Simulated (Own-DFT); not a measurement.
# Computed records: SiGe$_{3}$ (diamond lattice with Si and Ge gathered in clusters, atoms displaced)

All values are calculated (Own-DFT development build). A calculation, not a measurement: plane-wave density functional theory by an unreviewed code, no spin, of a simulated periodic cell, stress positive in tension, run twice, with PBE and with PBEsol, both on files made for PBE, so the change isn't that of files made for PBEsol; forces on such cells passed a denser k mesh, this cell's mesh not checked; the far tail of each file's local potential was reset to the Coulomb form; each entry is a single point on an unrelaxed cell, so the pressure reflects the starting lattice, mostly measured values (interpolated for alloys), from which strain is counted, and rises with the displacements; printed positions are rounded, which can move forces by about a meV/angstrom; the program, named Own-DFT, is a retired in-house code; no spin-orbit coupling; stress was not checked against mesh or cutoff.

SiGe$_{3}$ (diamond lattice with Si and Ge gathered in clusters, atoms displaced)

```
SiGe3
1.0
     11.2025     0.0000     0.0000
      0.0000    11.2025     0.0000
      0.0000     0.0000    11.2025
Ge Si Ge Si Ge Si Ge Si Ge Si Ge Si Ge Si Ge Si Ge Si Ge Si Ge
14 1 4 1 2 2 2 1 1 4 13 1 2 1 3 1 4 1 2 3 1
Direct
  0.99933 0.99961 0.00483
  0.99741 0.24827 0.25056
  0.24595 0.99911 0.24881
  0.25579 0.25068 0.00511
  0.12733 0.12712 0.12550
  0.12759 0.37412 0.37480
  0.37109 0.12336 0.37297
  0.37753 0.37152 0.12669
  0.00346 0.99853 0.49640
  0.00182 0.24718 0.75365
  0.24720 0.99919 0.74963
  0.24977 0.24802 0.50075
  0.12353 0.13002 0.62630
  0.11738 0.37207 0.87344
  0.37490 0.12736 0.87598
  0.37455 0.37460 0.62666
  0.00314 0.49909 0.99963
  0.00322 0.75347 0.24773
  0.24626 0.49837 0.25532
  0.24983 0.74959 0.99820
  0.12697 0.62675 0.12676
  0.13183 0.87251 0.37240
  0.37776 0.61904 0.37656
  0.37236 0.87849 0.12853
  0.99606 0.50066 0.50328
  0.00387 0.75062 0.75088
  0.25202 0.49909 0.74844
  0.24620 0.75200 0.50035
  0.12634 0.62603 0.62155
  0.12328 0.87769 0.87730
  0.37594 0.62615 0.87087
  0.37888 0.87553 0.62767
  0.49697 0.00355 0.00096
  0.50159 0.25441 0.25125
  0.74531 0.99637 0.24766
  0.74506 0.24977 0.99804
  0.62726 0.12470 0.12378
  0.62188 0.36984 0.37859
  0.87488 0.12513 0.37804
  0.87967 0.37044 0.12574
  0.49526 0.00029 0.50441
  0.50329 0.25196 0.74840
  0.74772 0.99974 0.74832
  0.75092 0.25326 0.50096
  0.62444 0.12445 0.62671
  0.63041 0.37582 0.86796
  0.87704 0.12716 0.87451
  0.87480 0.37526 0.62716
  0.50244 0.50107 0.00012
  0.49941 0.74996 0.25250
  0.74482 0.50036 0.24714
  0.74754 0.74667 0.99740
  0.62756 0.62493 0.12539
  0.62281 0.86607 0.37478
  0.87869 0.62615 0.37994
  0.87706 0.87379 0.12595
  0.50627 0.49745 0.49751
  0.50317 0.74694 0.74695
  0.74910 0.50259 0.75190
  0.75211 0.74811 0.49997
  0.62631 0.62531 0.62366
  0.62056 0.87296 0.87551
  0.87614 0.62158 0.87601
  0.87792 0.87763 0.61894
```

| Property | Result |
| --- | --- |
| functional | PBE, then PBEsol |
| potential files | PseudoDojo norm-conserving, scalar-relativistic, standard set |
| wave cutoff | 42 hartree |
| occupations | Fermi-Dirac |
| smearing width | 0.1 eV |
| k mesh | 3 x 3 x 3 centred on Gamma |
| PBE pressure | 3.41 GPa |
| PBE stress xx | -3.36 GPa |
| PBE stress yy | -3.43 GPa |
| PBE stress zz | -3.42 GPa |
| PBE stress yz | 0.38 GPa |
| PBE stress xz | -0.17 GPa |
| PBE stress xy | -0.02 GPa |
| PBEsol pressure | 0.7 GPa |
| PBEsol stress xx | -0.65 GPa |
| PBEsol stress yy | -0.72 GPa |
| PBEsol stress zz | -0.71 GPa |
| PBEsol stress yz | 0.36 GPa |
| PBEsol stress xz | -0.16 GPa |
| PBEsol stress xy | -0.02 GPa |
| rms change of force components from PBE to PBEsol | 0.039 eV/Å |

Force:
| force element | PBE force x (eV/Å) | PBE force y (eV/Å) | PBE force z (eV/Å) | PBEsol force x (eV/Å) | PBEsol force y (eV/Å) | PBEsol force z (eV/Å) |
| --- | --- | --- | --- | --- | --- | --- |
| Ge | 0.356 | 0.157 | -0.692 | 0.313 | 0.185 | -0.637 |
| Ge | 0.596 | -0.126 | 0.369 | 0.578 | -0.12 | 0.352 |
| Ge | 0.626 | 0.083 | -0.255 | 0.568 | 0.118 | -0.204 |
| Ge | -0.541 | -0.2 | -1.137 | -0.558 | -0.171 | -1.052 |
| Ge | -0.366 | -0.061 | -0.028 | -0.357 | -0.063 | -0.018 |
| Ge | -0.985 | -0.215 | 0.583 | -0.95 | -0.209 | 0.558 |
| Ge | 0.453 | 0.077 | 0.023 | 0.434 | 0.077 | 0.03 |
| Ge | 0.134 | 1.482 | -0.111 | 0.095 | 1.387 | -0.071 |
| Ge | 0.307 | 0.323 | 0.042 | 0.283 | 0.315 | 0.045 |
| Ge | -0.695 | 0.229 | -0.712 | -0.673 | 0.222 | -0.682 |
| Ge | 0.582 | 0.029 | 0.402 | 0.53 | 0.072 | 0.358 |
| Ge | 0.198 | 0.32 | -0.046 | 0.188 | 0.311 | -0.048 |
| Ge | 0.121 | -0.844 | -0.284 | 0.122 | -0.818 | -0.275 |
| Ge | 1.9 | 0.625 | 0.24 | 1.8 | 0.575 | 0.263 |
| Si | -0.013 | -0.073 | -0.386 | -0.011 | -0.07 | -0.377 |
| Ge | 0.073 | 0.341 | -0.223 | 0.112 | 0.281 | -0.254 |
| Ge | -0.582 | 0.396 | 0.199 | -0.535 | 0.338 | 0.224 |
| Ge | -0.262 | -0.507 | 0.553 | -0.249 | -0.49 | 0.536 |
| Ge | 1.083 | 0.428 | -0.543 | 1.008 | 0.375 | -0.549 |
| Si | 0.458 | 0.505 | -0.12 | 0.409 | 0.459 | -0.075 |
| Ge | 0.324 | -0.05 | -0.53 | 0.274 | -0.085 | -0.473 |
| Ge | -0.788 | 0.311 | 0.074 | -0.765 | 0.306 | 0.069 |
| Si | -0.368 | 0.594 | 0.077 | -0.359 | 0.58 | 0.073 |
| Si | 0.061 | -0.718 | -0.683 | 0.094 | -0.662 | -0.625 |
| Ge | 1.091 | -0.144 | 0.029 | 1.017 | -0.165 | -0.006 |
| Ge | -0.225 | -0.276 | 0.064 | -0.253 | -0.238 | 0.027 |
| Si | -0.569 | 0.516 | 0.178 | -0.562 | 0.425 | 0.168 |
| Ge | 1.526 | -0.703 | 0.416 | 1.444 | -0.639 | 0.352 |
| Si | 0.084 | -0.486 | 0.772 | 0.04 | -0.437 | 0.712 |
| Si | 0.348 | -0.432 | 0.294 | 0.295 | -0.378 | 0.249 |
| Si | 0.032 | -0.227 | 0.38 | 0.031 | -0.227 | 0.377 |
| Si | -0.515 | -0.579 | 0.259 | -0.547 | -0.517 | 0.209 |
| Ge | -0.195 | -0.615 | -0.244 | -0.149 | -0.558 | -0.198 |
| Ge | -0.178 | -1.236 | -0.062 | -0.179 | -1.192 | -0.059 |
| Ge | 0.494 | 0.067 | 0.638 | 0.481 | 0.064 | 0.614 |
| Ge | 0.631 | 0.514 | -0.293 | 0.654 | 0.454 | -0.248 |
| Ge | -0.557 | 0.127 | 0.222 | -0.537 | 0.122 | 0.21 |
| Ge | 0.891 | 0.574 | -0.577 | 0.857 | 0.559 | -0.557 |
| Ge | -0.407 | -0.386 | -0.439 | -0.384 | -0.369 | -0.427 |
| Ge | -0.94 | 0.642 | -0.396 | -0.906 | 0.617 | -0.381 |
| Ge | 0.379 | -0.299 | -0.563 | 0.402 | -0.249 | -0.579 |
| Ge | -0.399 | -0.156 | 0.784 | -0.388 | -0.159 | 0.684 |
| Ge | 0.261 | -0.519 | 0.563 | 0.282 | -0.459 | 0.505 |
| Ge | -0.015 | -0.603 | 0.274 | -0.018 | -0.587 | 0.265 |
| Ge | 0.08 | 0.153 | -0.468 | 0.077 | 0.151 | -0.45 |
| Si | -1.002 | 0.27 | 1.098 | -0.943 | 0.227 | 1.036 |
| Ge | -0.626 | -0.698 | 0.375 | -0.605 | -0.67 | 0.363 |
| Ge | 0.011 | -0.033 | 0.405 | 0.009 | -0.029 | 0.381 |
| Si | 0.157 | 0.022 | -0.509 | 0.12 | -0.022 | -0.466 |
| Ge | -0.769 | -0.818 | -0.915 | -0.7 | -0.754 | -0.841 |
| Ge | 0.728 | -0.215 | 0.499 | 0.742 | -0.248 | 0.524 |
| Ge | 0.24 | 0.103 | -0.083 | 0.269 | 0.13 | -0.046 |
| Si | -0.903 | 0.022 | -0.376 | -0.838 | 0.063 | -0.322 |
| Ge | 0.099 | 1.146 | 0.631 | 0.099 | 1.104 | 0.602 |
| Ge | -0.42 | -0.152 | -1.194 | -0.41 | -0.146 | -1.143 |
| Ge | -0.735 | -0.109 | -0.271 | -0.703 | -0.096 | -0.257 |
| Ge | -0.787 | 0.677 | 0.796 | -0.758 | 0.577 | 0.762 |
| Si | -0.287 | 0.239 | 0.173 | -0.279 | 0.233 | 0.168 |
| Ge | 0.204 | 0.309 | -0.257 | 0.238 | 0.262 | -0.288 |
| Ge | -0.266 | -0.022 | 0.41 | -0.217 | 0.014 | 0.353 |
| Si | -0.079 | 0.062 | 0.174 | -0.027 | 0.012 | 0.121 |
| Si | 0.036 | 0.033 | -0.278 | 0.079 | 0.08 | -0.227 |
| Si | 0.145 | 0.447 | -0.101 | 0.143 | 0.436 | -0.1 |
| Ge | -0.233 | -0.316 | 0.779 | -0.226 | -0.306 | 0.747 |
